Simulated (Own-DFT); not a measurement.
Simulation results for GaAs (zincblende with one plane slipped along a stacking-fault path, atoms displaced)

Computed with Own-DFT development build. A calculation, not a measurement: plane-wave PBE density functional theory by an unreviewed code, no spin, of a simulated periodic cell, stress positive in tension, free energy of the whole cell less one offset for each atom, forces on such cells passed a denser k mesh, this cell's mesh not checked; offsets are fitted by least squares, one for each functional and potential file, so energies compare only between cells with the same atoms and settings and are not formation energies; the far tail of each file's local potential was reset to the Coulomb form; each entry is a single point on an unrelaxed cell, so the pressure reflects the starting lattice, mostly measured values (interpolated for alloys), from which strain is counted, and rises with the displacements; printed positions are rounded, which can move forces by about a meV/angstrom; the program, named Own-DFT, is a retired in-house code; no spin-orbit coupling.

Entry: GaAs (zincblende with one plane slipped along a stacking-fault path, atoms displaced)

```
CELL_PARAMETERS angstrom
5.65330 -5.65330 0.00000
0.00000 5.65330 -5.65330
12.24880 12.24880 9.42220
ATOMIC_POSITIONS crystal
Ga 0.99195 0.99638 0.99690
As 0.97640 0.95208 0.12060
Ga 0.13690 0.28971 0.16671
As 0.12333 0.24145 0.28867
Ga 0.27871 0.03894 0.33646
As 0.25624 0.02329 0.46050
Ga 0.07006 0.16191 0.50555
As 0.05782 0.12332 0.62419
Ga 0.20945 0.45212 0.66357
As 0.20781 0.40212 0.79483
Ga 0.37647 0.23723 0.83794
As 0.33333 0.18076 0.95653
Ga 0.99267 0.49874 0.00004
As 0.97665 0.45605 0.12133
Ga 0.13271 0.79432 0.16599
As 0.12017 0.74753 0.29043
Ga 0.25887 0.55021 0.33600
As 0.25570 0.51700 0.45816
Ga 0.10223 0.68793 0.49759
As 0.05741 0.63550 0.62506
Ga 0.21689 0.94632 0.66364
As 0.20335 0.89429 0.78809
Ga 0.36601 0.72683 0.83384
As 0.34853 0.67660 0.95312
Ga 0.49449 0.99771 0.99539
As 0.48203 0.96173 0.12644
Ga 0.62961 0.26275 0.16533
As 0.60286 0.21845 0.29561
Ga 0.76499 0.04488 0.33254
As 0.75011 0.02792 0.45807
Ga 0.58732 0.16337 0.49820
As 0.56301 0.13360 0.62331
Ga 0.72558 0.45311 0.66561
As 0.69873 0.39833 0.79408
Ga 0.86764 0.22003 0.83605
As 0.83783 0.16084 0.96205
Ga 0.50424 0.50167 0.00205
As 0.47683 0.45801 0.11896
Ga 0.63779 0.79127 0.16425
As 0.61668 0.74624 0.29013
Ga 0.76750 0.53851 0.33708
As 0.78037 0.53084 0.45752
Ga 0.57701 0.66886 0.50135
As 0.55876 0.62498 0.62830
Ga 0.71968 0.93994 0.66272
As 0.70086 0.90322 0.79639
Ga 0.86339 0.73241 0.83302
As 0.82954 0.67762 0.96157
```

- functional: PBE
- potential files: PseudoDojo norm-conserving, scalar-relativistic, standard set
- wave cutoff: 42 hartree
- occupations: Fermi-Dirac
- smearing width: 0.1 eV
- hardware: one NVIDIA H100
- k mesh: 4 x 4 x 2 centred on Gamma
- free energy of cell above offsets: -16.995 eV
- pressure: 4.25 GPa
- stress xx: -4.37 GPa
- stress yy: -4.47 GPa
- stress zz: -3.92 GPa
- stress yz: 0.13 GPa
- stress xz: -0.61 GPa
- stress xy: 0.01 GPa
- wall time: 767.9 s

Force:
```csv
element,x (eV/Å),y (eV/Å),z (eV/Å)
Ga,1.099,-0.717,0.707
As,-0.021,1.411,-1.012
Ga,-0.259,-1.09,0.215
As,0.189,0.372,1.085
Ga,-0.355,1.477,-0.732
As,0.121,0.111,-0.661
Ga,-0.622,-0.578,-1.051
As,0.676,0.857,0.141
Ga,0.838,0.013,0.786
As,-0.704,-0.202,-0.6
Ga,-1.497,-0.866,0.415
As,0.813,0.387,0.537
Ga,-0.051,-1.001,-0.265
As,0.48,1.308,-0.038
Ga,0.489,-1.323,0.984
As,-1.154,-0.329,1.305
Ga,0.096,-0.851,-0.88
As,0.2,0.058,0.677
Ga,0.048,0.103,0.807
As,-0.401,-0.759,-0.178
Ga,0.911,0.118,-0.177
As,0.421,1.137,-0.597
Ga,-0.715,-0.459,-0.023
As,0.031,1.513,0.774
Ga,0.225,0.264,0.497
As,-1.937,-0.375,-0.01
Ga,0.875,0.983,-1.007
As,0.087,-0.582,-1.408
Ga,1.135,-0.131,-0.816
As,0.343,-2.102,0.933
Ga,-0.043,2.026,-0.986
As,0.067,-0.167,0.361
Ga,0.019,0.372,0.857
As,0.665,-0.589,-0.83
Ga,0.066,0.328,-0.172
As,-0.839,1.311,-1.768
Ga,-1.268,-0.421,-0.114
As,1.304,1.325,1.005
Ga,0.333,-0.883,0.994
As,-0.586,-0.8,1.607
Ga,-0.396,-0.079,-1.305
As,-0.512,1.009,0.961
Ga,0.483,-0.544,-0.32
As,-0.868,-0.295,0.105
Ga,0.582,1.323,0.025
As,-0.725,-0.78,-1.026
Ga,0.303,-0.516,0.746
As,0.054,-1.368,-0.551
```
